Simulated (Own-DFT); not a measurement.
# Biaxial strain at fixed height in wurtzite AlN, 72 atoms (Al36N36)

Source: density functional calculations with Own-DFT, an unreviewed in-house program that is no longer used. Nothing was measured or relaxed, and spin and spin-orbit coupling are left out.

Method: PBE; PseudoDojo norm-conserving scalar-relativistic files; cutoff 42 hartree; 4 x 4 x 3 k mesh centred on Gamma; Gaussian smearing of 0.01 eV.

Caveats: k mesh not checked against a denser one; stress not checked against mesh or cutoff.

Unstrained cell vectors in Å: (9.336, 0.000, 0.000); (-4.668, 8.085, 0.000); (0.000, 0.000, 9.964). The unstrained cell has measured lattice constants (interpolated for alloys), not those of this functional. That, the random moves and any unrelaxed bonds set the pressure at no strain. Each run strains x and y alike by e, as a substrate would, and holds the height along z. Each coordinate of each atom was shifted by a normal deviate of width 0.05 Å. Stress is positive in tension.

```
e (%)  u (Å)  (s_xx + s_yy)/2 (GPa)  s_zz (GPa)
-2.75  0.052                 -23.13      -11.97
-2.50  0.049                 -20.81      -10.32
-2.25  0.046                 -19.05       -8.87
-0.75  0.045                 -11.21       -3.02
-0.25  0.054                  -7.85       -5.59
 1.25  0.052                   0.95       -4.28
 1.50  0.047                      ?           ?
 1.75  0.055                   3.73       -4.04
 2.00  0.050                   4.75       -2.78
 2.75  0.051                   7.56       -0.96
```

## Working it out

With e as a fraction, the in-plane stress is -6.2 + 562 e - 1466 e² GPa (errors 10 and 718, scatter 0.57), and s_zz is -5.6 + 161 e GPa (slope ± 29, scatter 1.74). At e = 0 the first slope is C11 + C12 and the second 2 C13, both with the ions held to the strained lattice and at the cell's own pressure. A free layer would change its height as e changes, and the in-plane slope would drop by 2 C13²/C33 to the biaxial modulus. At fixed height, a misfit of 1 % moves the in-plane stress by about 5.6 GPa and s_zz by 1.6 GPa.

## Withheld run

Question: what are the two stresses at e = 1.50 %?

The fitted form gives 1.9 and -3.2 GPa. The hidden result is 1.91 and -1.17 GPa.
